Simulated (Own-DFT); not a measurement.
# Response to strain: wurtzite AlN, 72 atoms (Al36N36)

All numbers below are calculated, not measured. The program, named Own-DFT, is a retired in-house plane-wave density functional code that no person has reviewed. Each row is one single-point run on a periodic cell that was not relaxed, without spin or spin-orbit coupling.

Settings of every run: PBE; PseudoDojo norm-conserving scalar-relativistic files; cutoff 42 hartree; 3 x 3 x 2 k mesh centred on Gamma; Fermi-Dirac smearing of 0.1 eV.

Known limits: forces on such cells moved up to 12 meV/angstrom on a denser k mesh; stress not checked against mesh or cutoff.

Unstrained cell vectors in Å: (9.336, 0.000, 0.000); (-4.668, 8.085, 0.000); (0.000, 0.000, 9.964). The unstrained cell has measured lattice constants (interpolated for alloys), not those of this functional. That, the random moves and any unrelaxed bonds set the pressure at no strain. Each run strains this cell uniformly, with the atoms carried along. Every atom was also moved at random, by a Gaussian of width 0.05 Å on each axis. Strain is the symmetric tensor, in per cent. Stress is positive in tension, and the pressure is minus a third of its trace.

```
run,e_xx (%),e_yy (%),e_zz (%),s_xx (GPa),s_yy (GPa),s_zz (GPa),P (GPa),E (meV/atom)
1,3.00,3.00,0.00,8.95,7.90,1.01,-5.95,15.5
2,-0.50,-0.50,0.00,-8.99,-8.27,-6.41,7.89,4.4
3,0.75,0.75,0.00,-1.90,-2.15,-3.01,2.35,1.6
4,-2.75,-2.75,0.00,-26.99,-26.11,-7.82,20.31,82.5
5,1.75,1.75,0.00,3.94,2.44,-2.92,-1.15,7.8
6,-2.00,-2.00,0.00,-20.73,-16.08,-9.66,15.49,55.9
7,2.25,2.25,0.00,5.50,5.98,-1.87,-3.20,0.0
8,-2.25,-2.25,0.00,-20.35,-23.23,-8.22,17.27,58.8
9,2.75,2.75,0.00,?,?,?,?,?
```

E is the free energy for each atom above the lowest run shown.

## Worked fit

The change of volume is close to e_xx + e_yy + e_zz. A straight line through the runs shown gives P = 6.86 - 226 x (fractional change of volume) GPa, with an error of 8 on the slope and a scatter of 0.94 GPa. The strain isn't the same on all axes and the cell isn't cubic, so the slope belongs to this path and is not the bulk modulus.

## Withheld run

Question: what pressure should run 9 give? Its volume changes by 5.58 %.

The line gives -5.8 GPa. The calculation gave -5.04 GPa.
